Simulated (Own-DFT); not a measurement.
# Response to strain: wurtzite AlN, 128 atoms (Al64N64)

These are calculations, not measurements. The program, named Own-DFT, is a retired in-house plane-wave density functional code that no person has reviewed. Each row is one single-point run on a periodic cell that was not relaxed, without spin or spin-orbit coupling.

Settings of every run: PBE; PseudoDojo norm-conserving scalar-relativistic files; cutoff 42 hartree; 3 x 3 x 3 k mesh centred on Gamma; Gaussian smearing of 0.01 eV.

Known limits: k mesh not checked against a denser one; stress not checked against mesh or cutoff.

Unstrained cell vectors in Å: (12.448, 0.000, 0.000); (-6.224, 10.780, 0.000); (0.000, 0.000, 9.964). The unstrained cell has measured lattice constants (interpolated for alloys), not those of this functional. That, the random moves and any unrelaxed bonds set the pressure at no strain. Each run strains this cell uniformly, with the atoms carried along. Every atom was also moved at random, by a Gaussian of width 0.05 Å on each axis. Strain is the symmetric tensor, in per cent. Stress is positive in tension, and the pressure is minus a third of its trace.

| run | e_xx (%) | e_yy (%) | e_zz (%) | e_yz (%) | e_xz (%) | e_xy (%) | s_xx (GPa) | s_yy (GPa) | s_zz (GPa) | s_yz (GPa) | s_xz (GPa) | s_xy (GPa) | P (GPa) | E (meV/atom) |
|---|---|---|---|---|---|---|---|---|---|---|---|---|---|---|
| 1 | -0.34 | -0.43 | -0.44 | -1.12 | 1.34 | 1.94 | -10.18 | -7.65 | -7.32 | -2.46 | 3.47 | 7.10 | 8.38 | 20.3 |
| 2 | 1.79 | 1.47 | -0.76 | -1.27 | -1.87 | 1.44 | 2.74 | 2.53 | -7.68 | -3.14 | -4.68 | 4.36 | 0.80 | 16.4 |
| 3 | 0.58 | 1.39 | -1.92 | -0.52 | -1.00 | 1.86 | -4.61 | -0.41 | -13.27 | -1.04 | -3.08 | 7.78 | 6.09 | 33.3 |
| 4 | -0.13 | -0.64 | 1.23 | 0.90 | -1.35 | -0.48 | -5.33 | -7.89 | -1.15 | 1.77 | -3.39 | -2.27 | 4.79 | 5.3 |
| 5 | 1.98 | -1.10 | 0.19 | 0.97 | -1.82 | 1.27 | 1.74 | -8.27 | -4.40 | 2.20 | -4.37 | 4.08 | 3.64 | 15.6 |
| 6 | 0.20 | 0.10 | 1.31 | 0.90 | -0.64 | 1.04 | -4.21 | -5.40 | 1.53 | 1.65 | -0.72 | 3.19 | 2.69 | 11.9 |
| 7 | 0.27 | -0.10 | 1.56 | 0.89 | -1.97 | 1.02 | -4.13 | -5.37 | 1.97 | 1.93 | -4.02 | 3.73 | 2.51 | 14.3 |
| 8 | 0.15 | -1.23 | 0.52 | 0.11 | -0.05 | -1.49 | -6.32 | -12.77 | -2.74 | 0.42 | -0.26 | -5.94 | 7.28 | 22.5 |
| 9 | -0.39 | 0.01 | -0.65 | 1.72 | -1.54 | -1.53 | -7.80 | -6.90 | -8.93 | 5.32 | -4.16 | -3.83 | 7.88 | 22.9 |
| 10 | -0.78 | 1.52 | 0.24 | -1.07 | 1.14 | 0.65 | -8.52 | 1.02 | -3.51 | -2.70 | 3.19 | 1.35 | 3.67 | 11.3 |
| 11 | 0.94 | 0.18 | 0.46 | 1.65 | 0.31 | 1.12 | -2.67 | -2.62 | -2.05 | 3.85 | 0.30 | 4.81 | 2.45 | 10.6 |
| 12 | -1.00 | -1.62 | -0.62 | -0.64 | -0.85 | 1.23 | -12.82 | -17.33 | -10.48 | -1.75 | -2.97 | 4.76 | 13.54 | 45.1 |
| 13 | -0.19 | -1.04 | 1.02 | 0.12 | 1.71 | 1.25 | -7.15 | -10.66 | -0.57 | -0.15 | 4.86 | 5.06 | 6.12 | 6.7 |
| 14 | 0.94 | 0.76 | 0.62 | -0.54 | 0.90 | 0.22 | 0.17 | -0.47 | -1.81 | -2.07 | 2.21 | 0.90 | 0.70 | 0.0 |
| 15 | -0.53 | -0.51 | 0.44 | 0.45 | 0.64 | -1.65 | -7.66 | -8.11 | -5.22 | 1.27 | 2.28 | -6.70 | 7.00 | 13.5 |
| 16 | 1.14 | -1.77 | -1.26 | -0.37 | 1.76 | 1.18 | ? | ? | ? | ? | ? | ? | ? | ? |

E is the free energy for each atom above the lowest run shown.

## Worked fit

Each stress component was fitted by least squares to a constant and the strains of the runs shown, as fractions, with shears doubled. Shear strains stay in the fit of a normal stress only where such slopes are resolved. The slopes, in GPa:

| stress | at no strain | per e_xx | per e_yy | per e_zz | scatter |
|---|---|---|---|---|---|
| s_xx | -6.3 | 448 ± 27 | 92 ± 25 | 105 ± 26 | 0.86 |
| s_yy | -6.1 | 134 ± 29 | 507 ± 27 | 88 ± 28 | 0.92 |
| s_zz | -5.5 | 55 ± 24 | 64 ± 22 | 480 ± 22 | 0.75 |

Each shear stress against twice its own strain: yz 130 ± 6, xz 124 ± 6, xy 191 ± 8 GPa. These are stiffnesses along x, y and z of the frame in which the cell vectors are given, which need not be the crystal's axes. The atoms are held to the strained lattice; where symmetry lets them move under strain, relaxing them would lower some slopes. The table should be nearly symmetric about its diagonal, and what it lacks of that shows the noise. A ninth of its sum, 219 ± 5 GPa, estimates the bulk modulus near the mean pressure of these runs, 5.2 GPa, so it lies above the value at zero pressure.

## Withheld run

Question: what normal stresses and pressure should run 16 give?

The fit gives s_xx = -4.1, s_yy = -14.6, s_zz = -12.0 and P = 10.3 GPa. The calculation gave -4.32, -12.31, -12.71 and P = 9.78 GPa.
